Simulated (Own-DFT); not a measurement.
# Slab less bulk: wurtzite AlN, m plane (10-10)

Calculated, not measured: single-point runs of Own-DFT, a retired in-house plane-wave DFT program that no person has reviewed, on unrelaxed cells, without spin or spin-orbit coupling.

Known weak points (not all hold for every row): some atoms lie very close together; k mesh not checked against a denser one.

Both sets of runs: PBE; PseudoDojo norm-conserving scalar-relativistic files; cutoff 42 hartree; Gaussian smearing of 0.01 eV. The slab has 128 atoms in 16 layers, two equal faces of 62.02 Å² as cut, 15 Å of vacuum, a dipole correction along the normal and a 6 x 3 x 1 mesh. The bulk cell has 128 atoms, the same measured lattice constants and a 3 x 3 x 3 mesh. In the slab only the 32 atoms nearest the faces were moved at random; u is their rms move along one axis. Energies are counted from -174.06 eV for each atom.

| slab run | u (Å) | E (eV, cell) |
|---|---|---|
| 1 | 0.0475 | 21.117 |
| 2 | 0.0485 | 21.600 |
| 3 | 0.0486 | 20.235 |
| 4 | 0.0488 | 21.243 |
| 5 | 0.0513 | 20.757 |
| 6 | 0.0876 | 27.402 |
| 7 | 0.0938 | 25.929 |
| 8 | 0.0948 | 27.081 |
| 9 | 0.0959 | 27.430 |
| 10 | 0.0987 | 29.033 |
| 11 | 0.0994 | 27.221 |
| 12 | 0.1178 | 30.348 |

```
bulk run   u (Å)  E (meV/atom)
       1  0.0192         -3.43
       2  0.0199         -1.51
       3  0.0199         -1.62
       4  0.0202         -2.26
       5  0.0203         -0.33
       6  0.0962        292.69
       7  0.0993        349.86
       8  0.1004        318.22
       9  0.1010        325.33
      10  0.1084        395.81
```

Question: what is the energy of the unrelaxed surface?

## Worked answer

Take each set to u = 0 with E = a + b u². Rows are weighted down as u grows, with residuals divided by u² + 0.0006 Å². Slab: a = 18.81 ± 0.32 eV. Bulk: a = -15.4 ± 0.6 meV/atom. The excess is 18.81 - 128 x (-0.0154) = 20.79 ± 0.33 eV. Over two faces that is 168 meV/Å², or 2.69 ± 0.04 J/m². Relaxing the faces would lower the energy, and the unlike meshes and the reach from the smallest u down to zero add errors that aren't counted here.
